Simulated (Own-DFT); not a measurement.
# Same atoms, different arrangement: In32P32, 64 atoms

Calculated results; nothing here was measured. They come from Own-DFT, an in-house plane-wave density functional program, since retired, whose code no person has reviewed. Each row is one single-point run on a periodic cell that was not relaxed, without spin or spin-orbit coupling.

Settings of every run: PBE; PseudoDojo norm-conserving scalar-relativistic files; cutoff 36 hartree; 3 x 3 x 3 k mesh centred on Gamma; Fermi-Dirac smearing of 0.1 eV.

Known limits, some of them of some rows only: not probed for a lower state with spin; forces on such cells moved up to 12 meV/angstrom on a denser k mesh; stress not checked against mesh or cutoff.

All cells hold the same atoms in the same cell, with vectors in Å (11.737, 0.000, 0.000); (0.000, 11.737, 0.000); (0.000, 0.000, 11.737). Every atom was moved at random from its ideal site; u is the rms move along one axis. The defect's site can differ from row to row. E is the free energy of the cell above the lowest run. The arrangements:

- A: zincblende InP
- B: zincblende InP, with one In on a P site and one P on an In site, 2.5 Å apart

| arrangement | u (Å) | E (eV) | P (GPa) |
|---|---|---|---|
| A | 0.0208 | 0.000 | 3.21 |
| A | 0.0209 | 0.012 | 3.21 |
| A | 0.0215 | 0.070 | 3.22 |
| A | 0.0483 | 1.573 | 3.48 |
| A | 0.0523 | 1.948 | 3.57 |
| A | 0.0537 | 2.216 | 3.62 |
| B | 0.0289 | 4.453 | 3.64 |
| B | 0.0303 | 4.535 | 3.65 |
| B | 0.0309 | 4.371 | 3.61 |
| B | 0.0439 | 5.572 | 3.87 |
| B | 0.0472 | 5.943 | 3.93 |
| B | 0.0492 | 6.295 | 4.04 |

Question: once the cost of the random moves is taken out, how do the arrangements rank?

## Worked answer

Fit E = a + b u², with one b for all and one a for each arrangement, and with residuals divided by u², since the noise grows with the moves. Then b = 940 eV/Å², the scatter at u = 0.04 Å is 0.16 eV, and against A:

- B: 4.05 ± 0.06 eV (higher)

These are energies of unrelaxed cells. Relaxing the atoms lowers the strained arrangements most, so the gaps would shrink and small ones could change sign.
